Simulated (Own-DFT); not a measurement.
Simulation results for Si$_{3}$N$_{4}$ (beta silicon nitride, atoms displaced)

All values are calculated (Own-DFT development build). A calculation, not a measurement: plane-wave PBE density functional theory by an unreviewed code, no spin, of a simulated periodic cell, stress positive in tension, free energy of the whole cell less one offset for each atom, some atoms lie very close together; forces on such cells moved up to 12 meV/angstrom on a denser k mesh; offsets are fitted by least squares, one for each functional and potential file, so energies compare only between cells with the same atoms and settings and are not formation energies; the far tail of each file's local potential was reset to the Coulomb form; each entry is a single point on an unrelaxed cell, so the pressure reflects the starting lattice, mostly measured values (interpolated for alloys), from which strain is counted, and rises with the displacements; printed positions are rounded, which can move forces by about a meV/angstrom; the program, named Own-DFT, is a retired in-house code; no spin-orbit coupling; before rounding, a Quantum ESPRESSO 7.3.1 run of the same cell and cutoff gave forces within 1 meV/angstrom rms on each cell, which checks the program and not the settings.

Common to all runs: functional PBE; potential files PseudoDojo norm-conserving, scalar-relativistic, standard set; wave cutoff 42 hartree; occupations Fermi-Dirac; smearing width 0.1 eV; k mesh 2 x 2 x 4 centred on Gamma.

(1) Si$_{3}$N$_{4}$ (beta silicon nitride, atoms displaced)

```cif
# cell vector a (Å): 15.2120 0.0000 0.0000
# cell vector b (Å): -7.6060 13.1740 0.0000
# cell vector c (Å): 0.0000 0.0000 5.8180
data_Si3N4
_symmetry_space_group_name_H-M 'P 1'
_symmetry_Int_Tables_number 1
_cell_length_a 15.2120
_cell_length_b 15.2120
_cell_length_c 5.8180
_cell_angle_alpha 90.000
_cell_angle_beta 90.000
_cell_angle_gamma 120.000
_cell_volume 1165.94
loop_
_atom_site_label
_atom_site_type_symbol
_atom_site_fract_x
_atom_site_fract_y
_atom_site_fract_z
_atom_site_occupancy
Si1 Si 0.08178 0.36412 0.15096 1
Si2 Si 0.10702 0.19743 0.08078 1
Si3 Si 0.30312 0.41354 0.13998 1
Si4 Si 0.41086 0.11851 0.36648 1
Si5 Si 0.38712 0.30873 0.39132 1
Si6 Si 0.20492 0.09557 0.34080 1
N1 N 0.16001 0.02169 0.11492 1
N2 N 0.48464 0.14554 0.09551 1
N3 N 0.35459 0.34117 0.12451 1
N4 N 0.36288 0.50789 0.38460 1
N5 N 0.00185 0.34030 0.39086 1
N6 N 0.14569 0.17378 0.39799 1
N7 N 0.17237 0.33207 0.08154 1
N8 N 0.33099 0.16306 0.33355 1
Si7 Si 0.09513 0.38029 0.61736 1
Si8 Si 0.11335 0.20729 0.58207 1
Si9 Si 0.30642 0.42175 0.57176 1
Si10 Si 0.40521 0.12238 0.92365 1
Si11 Si 0.37758 0.29516 0.90356 1
Si12 Si 0.20358 0.08950 0.87260 1
N9 N 0.18137 0.01316 0.61726 1
N10 N 0.47019 0.13117 0.60964 1
N11 N 0.34370 0.30677 0.62045 1
N12 N 0.33401 0.49667 0.91817 1
N13 N 0.99918 0.32376 0.87277 1
N14 N 0.15502 0.15989 0.86384 1
N15 N 0.17472 0.34136 0.63843 1
N16 N 0.33673 0.14866 0.86023 1
Si13 Si 0.10282 0.90806 0.09995 1
Si14 Si 0.11398 0.70459 0.10376 1
Si15 Si 0.30280 0.91363 0.09367 1
Si16 Si 0.42128 0.60805 0.33744 1
Si17 Si 0.40785 0.81203 0.39355 1
Si18 Si 0.19147 0.56608 0.35677 1
N17 N 0.17394 0.50529 0.17149 1
N18 N 0.47712 0.64325 0.14037 1
N19 N 0.35099 0.82584 0.14692 1
N20 N 0.34551 0.98445 0.33878 1
N21 N 0.03040 0.83716 0.36767 1
N22 N 0.14130 0.63917 0.35600 1
N23 N 0.16680 0.84223 0.06169 1
N24 N 0.33634 0.66161 0.37289 1
Si19 Si 0.08840 0.88713 0.64091 1
Si20 Si 0.12529 0.68917 0.64648 1
Si21 Si 0.29527 0.91215 0.65083 1
Si22 Si 0.41632 0.60905 0.87879 1
Si23 Si 0.38334 0.80463 0.88149 1
Si24 Si 0.21070 0.57340 0.87116 1
N25 N 0.15961 0.50799 0.63829 1
N26 N 0.48085 0.65545 0.60541 1
N27 N 0.34029 0.84055 0.59199 1
N28 N 0.32035 0.98839 0.91992 1
N29 N 0.01570 0.85427 0.89680 1
N30 N 0.14950 0.67437 0.90516 1
N31 N 0.17337 0.83839 0.60215 1
N32 N 0.32856 0.67385 0.86518 1
Si25 Si 0.60206 0.39584 0.10787 1
Si26 Si 0.60853 0.20682 0.10483 1
Si27 Si 0.77756 0.39237 0.11958 1
Si28 Si 0.89909 0.11149 0.37571 1
Si29 Si 0.88549 0.27729 0.39459 1
Si30 Si 0.70617 0.08414 0.35153 1
N33 N 0.65510 0.00437 0.11138 1
N34 N 0.98822 0.13688 0.14569 1
N35 N 0.86277 0.32038 0.08053 1
N36 N 0.83167 0.48516 0.39615 1
N37 N 0.50707 0.34249 0.41743 1
N38 N 0.66494 0.15928 0.41519 1
N39 N 0.68729 0.34915 0.17633 1
N40 N 0.82340 0.16279 0.41428 1
Si31 Si 0.60324 0.38326 0.62893 1
Si32 Si 0.62036 0.19220 0.62444 1
Si33 Si 0.78947 0.41001 0.62779 1
Si34 Si 0.90897 0.11639 0.79012 1
Si35 Si 0.87341 0.27157 0.89271 1
Si36 Si 0.68965 0.07015 0.86392 1
N41 N 0.65718 0.00973 0.60253 1
N42 N 0.96464 0.16386 0.60237 1
N43 N 0.84835 0.32862 0.60856 1
N44 N 0.83152 0.46301 0.93070 1
N45 N 0.52134 0.35164 0.82252 1
N46 N 0.65594 0.14954 0.86959 1
N47 N 0.66399 0.33067 0.60899 1
N48 N 0.83502 0.16671 0.88529 1
Si37 Si 0.57732 0.88908 0.13922 1
Si38 Si 0.61056 0.69554 0.10150 1
Si39 Si 0.81457 0.92717 0.12941 1
Si40 Si 0.90172 0.58993 0.34861 1
Si41 Si 0.88943 0.81584 0.38140 1
Si42 Si 0.68371 0.57777 0.39538 1
N49 N 0.67680 0.50865 0.12045 1
N50 N 0.97738 0.64860 0.14163 1
N51 N 0.85683 0.84513 0.14187 1
N52 N 0.82864 0.98971 0.33329 1
N53 N 0.52317 0.84761 0.38494 1
N54 N 0.65546 0.66731 0.38697 1
N55 N 0.66129 0.82370 0.11971 1
N56 N 0.84807 0.68520 0.36892 1
Si43 Si 0.60444 0.89411 0.64151 1
Si44 Si 0.63273 0.71581 0.58771 1
Si45 Si 0.78802 0.90892 0.63139 1
Si46 Si 0.92390 0.62194 0.92399 1
Si47 Si 0.89332 0.79292 0.88376 1
Si48 Si 0.70539 0.59099 0.88510 1
N57 N 0.66161 0.50752 0.60217 1
N58 N 0.99017 0.66174 0.63690 1
N59 N 0.85536 0.82929 0.65966 1
N60 N 0.86215 0.01240 0.86482 1
N61 N 0.51897 0.83511 0.88238 1
N62 N 0.65524 0.65121 0.86958 1
N63 N 0.68587 0.84670 0.61083 1
N64 N 0.82462 0.64421 0.91757 1
```

It finds free energy of cell above offsets 96.085 eV; pressure 32.9 GPa; stress xx -30.46 GPa; stress yy -38 GPa; stress zz -30.24 GPa; stress yz 1.16 GPa; stress xz 6.58 GPa; stress xy -2.45 GPa.

Force:
```
element  x (eV/Å)  y (eV/Å)  z (eV/Å)
     Si    -2.848     1.269    -4.032
     Si      1.26     1.103     2.818
     Si    -3.713     1.054    -1.221
     Si     0.634    -3.923     0.449
     Si     5.901    -3.881    -8.222
     Si    -0.352    -0.636     6.181
      N    -0.499     7.251    -0.027
      N     6.628     3.687     8.766
      N     0.715      0.15     3.108
      N    -1.959    -25.18     1.973
      N     10.12     4.359    -0.704
      N      11.9    -7.329    -17.27
      N     0.293    -0.912     2.034
      N    -1.392     3.621    -0.105
     Si    -8.112    -0.892     3.607
     Si    -8.721     5.696     16.21
     Si    -0.437    -4.719     6.471
     Si     16.42    -11.17    -6.532
     Si      5.73    -2.847    -7.218
     Si     4.878    -2.913    -4.522
      N    -2.504     2.601     0.132
      N     4.368     2.789     3.881
      N    -7.814     3.764     9.658
      N    -0.191     -6.44    -2.811
      N     7.298     3.726     0.097
      N     -5.48     3.757    -1.409
      N     3.595    -2.008    -2.055
      N    -26.09     11.63    -4.394
     Si      0.64    -12.36     5.177
     Si    -5.873     4.273     12.93
     Si     0.803    -9.013     12.94
     Si    -11.07     19.04     16.17
     Si    -8.232    -6.901    -0.602
     Si     0.009     17.01     18.58
      N     2.565    -15.72    -20.98
      N     12.82     8.202    -19.42
      N    -0.569     2.506    -2.495
      N    -0.924     1.178     2.867
      N    -3.814     3.456      0.11
      N    -4.257     3.833     1.945
      N     2.128    -2.222     2.078
      N     0.208     0.312    -0.273
     Si     2.558    -2.487    -4.198
     Si    -5.585     2.801    -7.013
     Si    -3.576     5.491    -3.197
     Si    -1.886     7.989    -3.784
     Si     0.876    -2.545    -1.507
     Si    -0.843     2.705     4.038
      N     0.119    -0.716    -1.815
      N     4.435     1.208     2.618
      N     7.372    -2.946     3.799
      N     0.559     7.793    -12.71
      N     1.088     1.135    -2.731
      N     10.02    -6.634    -8.313
      N     -0.99    -3.126     1.024
      N     2.761    -1.727     0.008
     Si    -3.928    -9.031     0.819
     Si     5.162    -0.381     1.817
     Si     41.62     16.56     -3.73
     Si     2.579     1.743    -6.599
     Si    -9.308     8.353    -2.467
     Si    -1.482    -2.184     0.366
      N     1.355     5.468      1.08
      N    -3.257     0.258    -0.638
      N    -11.85     8.954     21.02
      N    -1.876       -13     0.675
      N      3.56     2.075    -5.105
      N    -4.548     1.892    -5.917
      N    -40.73    -26.82       8.9
      N     3.296    -8.008     -1.56
     Si    -8.399     1.923    -4.027
     Si    -4.651     0.292     1.174
     Si     6.453    -0.506     2.881
     Si    -9.923     3.108     20.94
     Si       2.6     10.87    -16.11
     Si      6.46     0.594    -0.422
      N     1.328     4.183     0.818
      N     14.73     10.94       -16
      N    -1.486     0.077     1.599
      N     0.595     8.674    -11.86
      N    -3.593    -1.631      10.6
      N    -9.368     6.953     1.645
      N      7.41    -6.102     1.129
      N     1.224    -21.81    -1.499
     Si     3.942    -6.964    -2.876
     Si     0.909     1.491     1.034
     Si    -0.562     -6.81    -10.52
     Si     -0.56     16.82     5.603
     Si     7.181    -4.916     2.138
     Si     6.799      3.67    -6.359
      N    -2.158     8.159     1.683
      N     8.878     4.123     6.607
      N    -0.456     0.504     -3.62
      N    -2.074     2.558      11.8
      N     3.897     1.959     3.231
      N    -0.126    -1.494    -7.968
      N     0.495     2.715    -0.352
      N    -1.962    -4.138     0.759
     Si    -3.197    -8.568    -0.087
     Si      -6.2    -0.604     8.158
     Si     21.36     14.79     2.232
     Si    -4.808    -5.255    -15.63
     Si    -1.941    -3.077     3.508
     Si     8.391    -9.111    -0.923
      N     1.081    -0.134     6.424
      N     0.664    -2.566     1.563
      N    -5.079     3.081    -3.673
      N    -0.616    -18.44     2.198
      N    -1.714     1.931    -1.598
      N    -12.76     8.419    -0.621
      N    -17.13    -13.81    -1.004
      N     2.798     6.108    -1.338
```

(2) Si$_{3}$N$_{4}$ (beta silicon nitride, atoms displaced)

```cif
# cell vector a (Å): 15.2120 0.0000 0.0000
# cell vector b (Å): -7.6060 13.1740 0.0000
# cell vector c (Å): 0.0000 0.0000 5.8180
data_Si3N4
_symmetry_space_group_name_H-M 'P 1'
_symmetry_Int_Tables_number 1
_cell_length_a 15.2120
_cell_length_b 15.2120
_cell_length_c 5.8180
_cell_angle_alpha 90.000
_cell_angle_beta 90.000
_cell_angle_gamma 120.000
_cell_volume 1165.94
loop_
_atom_site_label
_atom_site_type_symbol
_atom_site_fract_x
_atom_site_fract_y
_atom_site_fract_z
_atom_site_occupancy
Si1 Si 0.10240 0.39841 0.08575 1
Si2 Si 0.11236 0.18986 0.10574 1
Si3 Si 0.29262 0.42680 0.09579 1
Si4 Si 0.41126 0.10792 0.40311 1
Si5 Si 0.38190 0.29598 0.37475 1
Si6 Si 0.20103 0.07409 0.35067 1
N1 N 0.17273 0.02051 0.06122 1
N2 N 0.46852 0.15064 0.08310 1
N3 N 0.34077 0.33645 0.14117 1
N4 N 0.35015 0.49211 0.40779 1
N5 N 0.02003 0.36374 0.36176 1
N6 N 0.13595 0.16369 0.37956 1
N7 N 0.16606 0.34233 0.14701 1
N8 N 0.33224 0.15643 0.38505 1
Si7 Si 0.07841 0.37609 0.59921 1
Si8 Si 0.10441 0.21971 0.63159 1
Si9 Si 0.31279 0.40926 0.61805 1
Si10 Si 0.43086 0.13024 0.86421 1
Si11 Si 0.39420 0.31903 0.84453 1
Si12 Si 0.21448 0.07683 0.89541 1
N9 N 0.16312 0.01790 0.65938 1
N10 N 0.48413 0.14204 0.63139 1
N11 N 0.34394 0.32500 0.64383 1
N12 N 0.31822 0.49365 0.84371 1
N13 N 0.02724 0.35257 0.84249 1
N14 N 0.16077 0.17910 0.87927 1
N15 N 0.14983 0.32920 0.63805 1
N16 N 0.34401 0.16698 0.85648 1
Si13 Si 0.06995 0.85465 0.14031 1
Si14 Si 0.10632 0.68456 0.11165 1
Si15 Si 0.30102 0.91478 0.14245 1
Si16 Si 0.40498 0.60877 0.37630 1
Si17 Si 0.41756 0.80506 0.33015 1
Si18 Si 0.19395 0.58796 0.40550 1
N17 N 0.17815 0.54101 0.16643 1
N18 N 0.49724 0.65072 0.12683 1
N19 N 0.34477 0.83166 0.09371 1
N20 N 0.33827 0.97368 0.35036 1
N21 N 0.00951 0.83496 0.35155 1
N22 N 0.15867 0.66670 0.32795 1
N23 N 0.16923 0.83848 0.13903 1
N24 N 0.32547 0.67201 0.36992 1
Si19 Si 0.06881 0.88388 0.63386 1
Si20 Si 0.10439 0.70064 0.59777 1
Si21 Si 0.30987 0.92535 0.59677 1
Si22 Si 0.40799 0.60339 0.87427 1
Si23 Si 0.36773 0.79216 0.93986 1
Si24 Si 0.19857 0.59270 0.88199 1
N25 N 0.15723 0.49166 0.65239 1
N26 N 0.47884 0.64271 0.63897 1
N27 N 0.37040 0.83587 0.59476 1
N28 N 0.32809 0.98626 0.89024 1
N29 N 0.01730 0.86040 0.85720 1
N30 N 0.16220 0.65515 0.90309 1
N31 N 0.16652 0.84342 0.64777 1
N32 N 0.32204 0.67746 0.89740 1
Si25 Si 0.60542 0.41842 0.15442 1
Si26 Si 0.62000 0.19639 0.09252 1
Si27 Si 0.81421 0.41411 0.09393 1
Si28 Si 0.91561 0.10210 0.39634 1
Si29 Si 0.87154 0.28116 0.42539 1
Si30 Si 0.69550 0.07900 0.36128 1
N33 N 0.66665 0.01111 0.14959 1
N34 N 0.98035 0.14836 0.15536 1
N35 N 0.84478 0.31118 0.12644 1
N36 N 0.84230 0.47832 0.35928 1
N37 N 0.49255 0.32935 0.38816 1
N38 N 0.66323 0.15743 0.37224 1
N39 N 0.66583 0.32871 0.09345 1
N40 N 0.81983 0.17028 0.39789 1
Si31 Si 0.56718 0.37687 0.62417 1
Si32 Si 0.62698 0.20667 0.65304 1
Si33 Si 0.78433 0.41136 0.61846 1
Si34 Si 0.92317 0.12746 0.85452 1
Si35 Si 0.87785 0.29310 0.86719 1
Si36 Si 0.69866 0.08672 0.90914 1
N41 N 0.66419 0.01022 0.59536 1
N42 N 0.97709 0.14501 0.60595 1
N43 N 0.87055 0.33842 0.60724 1
N44 N 0.84001 0.47848 0.86851 1
N45 N 0.51217 0.34834 0.83522 1
N46 N 0.65710 0.15295 0.85074 1
N47 N 0.64793 0.32944 0.59498 1
N48 N 0.86098 0.18446 0.84306 1
Si37 Si 0.57297 0.88023 0.16404 1
Si38 Si 0.62518 0.72913 0.14490 1
Si39 Si 0.77792 0.89332 0.12085 1
Si40 Si 0.90973 0.60904 0.38805 1
Si41 Si 0.86479 0.78941 0.33895 1
Si42 Si 0.68869 0.57908 0.39785 1
N49 N 0.67736 0.53417 0.12002 1
N50 N 0.99917 0.65357 0.08281 1
N51 N 0.83760 0.81760 0.12411 1
N52 N 0.82797 0.98600 0.37131 1
N53 N 0.51608 0.86183 0.41743 1
N54 N 0.65827 0.67978 0.37494 1
N55 N 0.67662 0.82908 0.16611 1
N56 N 0.82644 0.65531 0.40235 1
Si43 Si 0.59268 0.89450 0.64367 1
Si44 Si 0.61930 0.72500 0.63601 1
Si45 Si 0.80716 0.93198 0.63384 1
Si46 Si 0.91337 0.61765 0.91353 1
Si47 Si 0.86784 0.79554 0.86872 1
Si48 Si 0.71651 0.60097 0.95134 1
N57 N 0.65586 0.51021 0.66342 1
N58 N 0.97905 0.66029 0.62662 1
N59 N 0.83715 0.82905 0.64254 1
N60 N 0.82217 0.96486 0.83003 1
N61 N 0.51673 0.84013 0.84135 1
N62 N 0.64086 0.64913 0.85545 1
N63 N 0.65959 0.82997 0.65734 1
N64 N 0.82826 0.64545 0.86657 1
```

The calculation gives: free energy of cell above offsets 121.031 eV; pressure 38.57 GPa; stress xx -28.6 GPa; stress yy -38.85 GPa; stress zz -48.25 GPa; stress yz -1.03 GPa; stress xz 2.71 GPa; stress xy 0.4 GPa.

Force:
```
element  x (eV/Å)  y (eV/Å)  z (eV/Å)
     Si    -4.679     0.581     3.494
     Si    -2.695     3.024     6.369
     Si     0.438    -4.232     4.712
     Si    -1.215     1.121    -6.057
     Si    -8.744    -5.702    -2.494
     Si    -2.631     2.149     2.483
      N    -7.885    -27.02     41.27
      N     12.72     5.077      23.4
      N      1.29     1.738    -3.121
      N    -0.693    -6.129    -4.071
      N    -2.618    -2.308    -3.564
      N     2.833    -1.129    -0.189
      N     3.379    -0.842    -1.042
      N    -1.568     0.938    -0.538
     Si    -1.005     1.107    -3.032
     Si     8.632    -12.99    -1.097
     Si    -8.274     2.219      0.01
     Si    -12.61    -8.331    -11.67
     Si     6.592     -7.89     17.11
     Si     7.494     29.79    -34.44
      N    -1.314    -3.292     -9.03
      N     6.696     1.849    -4.677
      N    -6.427     0.568    -12.78
      N     0.759    -7.027     1.103
      N    -5.846    -2.539     7.077
      N     0.365    -1.199    -4.991
      N     6.485     9.344    -0.551
      N    -3.491     2.626     0.012
     Si     6.109     5.294    -11.41
     Si     10.34     7.776    -1.133
     Si    -3.093    -7.039    -14.26
     Si     0.217     7.712     0.598
     Si    -20.09    -12.28     0.012
     Si      4.28    -0.818     5.767
      N     1.555    -9.578    -9.779
      N    -4.474    -1.631     0.404
      N    -23.59     21.56     36.06
      N     1.226     12.11      8.26
      N    -8.557    -1.103     9.398
      N    -5.126     2.391     7.856
      N     0.815     -3.49    -0.037
      N     5.269    -0.128     0.662
     Si     9.422     3.998    -9.098
     Si     3.453     4.592     0.809
     Si     0.023    -7.279     9.682
     Si     0.702     10.37     1.605
     Si     26.61    -15.24    -41.14
     Si     21.92    -18.74    -1.401
      N     0.053     12.74    -0.196
      N     1.558     1.983    -2.255
      N    -4.351     2.087     1.536
      N     2.083     0.703     -3.33
      N    -8.234    -6.095     12.44
      N    -26.78     17.66    -2.263
      N     0.353    -2.794    -1.871
      N     6.674    -7.149    -1.794
     Si    -0.039    -12.68     -1.73
     Si    -3.099     1.594     5.495
     Si    -0.593    -7.085     5.918
     Si    -6.231     1.874    -10.01
     Si     9.291     0.272    -19.52
     Si     7.145     1.868     7.176
      N    -0.133     -4.74    -7.765
      N     0.765    -0.372     -5.97
      N    -3.537     3.718     -0.05
      N    -0.515     0.795     0.269
      N      10.1     6.115    -1.805
      N    -12.71     7.822    -0.797
      N     0.655     2.442      0.51
      N     4.958    -12.46    -1.669
     Si     7.406     6.187    -10.06
     Si      -3.5    -0.165    -8.534
     Si     1.254     -0.61    -1.395
     Si     1.054    -2.627      6.58
     Si      3.69     5.839     1.686
     Si     11.76    -6.778    -2.838
      N     0.976      3.72     4.951
      N     4.817     2.632     7.669
      N    -12.65     11.98     16.79
      N    -0.155     4.021    -3.584
      N    -4.645    -1.467     15.18
      N    -7.618     5.802     1.622
      N     5.549    -0.496     0.674
      N    -4.894     -7.22     1.132
     Si     2.515     0.443    -6.859
     Si     0.641    -32.84    -4.035
     Si     15.15     16.45    -3.834
     Si    -1.452     0.442    -0.253
     Si     7.878    -5.361        16
     Si     0.031     3.864       5.2
      N    -1.866    -16.15     21.16
      N    -8.273     -2.23     6.501
      N    -6.664     5.126     -9.08
      N     0.273    -4.897    -1.681
      N     13.76     7.996     2.453
      N     0.891     -1.18     1.317
      N    -16.31      16.7     4.622
      N    -0.992     1.311    -2.168
     Si      2.87    -1.849    -0.236
     Si     3.302    -21.02    -0.828
     Si    -0.258     -22.4     -43.2
     Si    -0.972    -4.119    -9.258
     Si     6.883    -2.143    -0.661
     Si     -4.99     15.92    -25.18
      N     0.404    -0.628     -4.07
      N     1.279     -1.54     0.771
      N    -0.958     1.635    -7.399
      N    -0.715      20.3     49.11
      N    -4.054    -1.187     10.41
      N    -0.258      4.13     2.559
      N    -1.056     17.55    -0.376
      N    -0.518     6.594     0.264
```
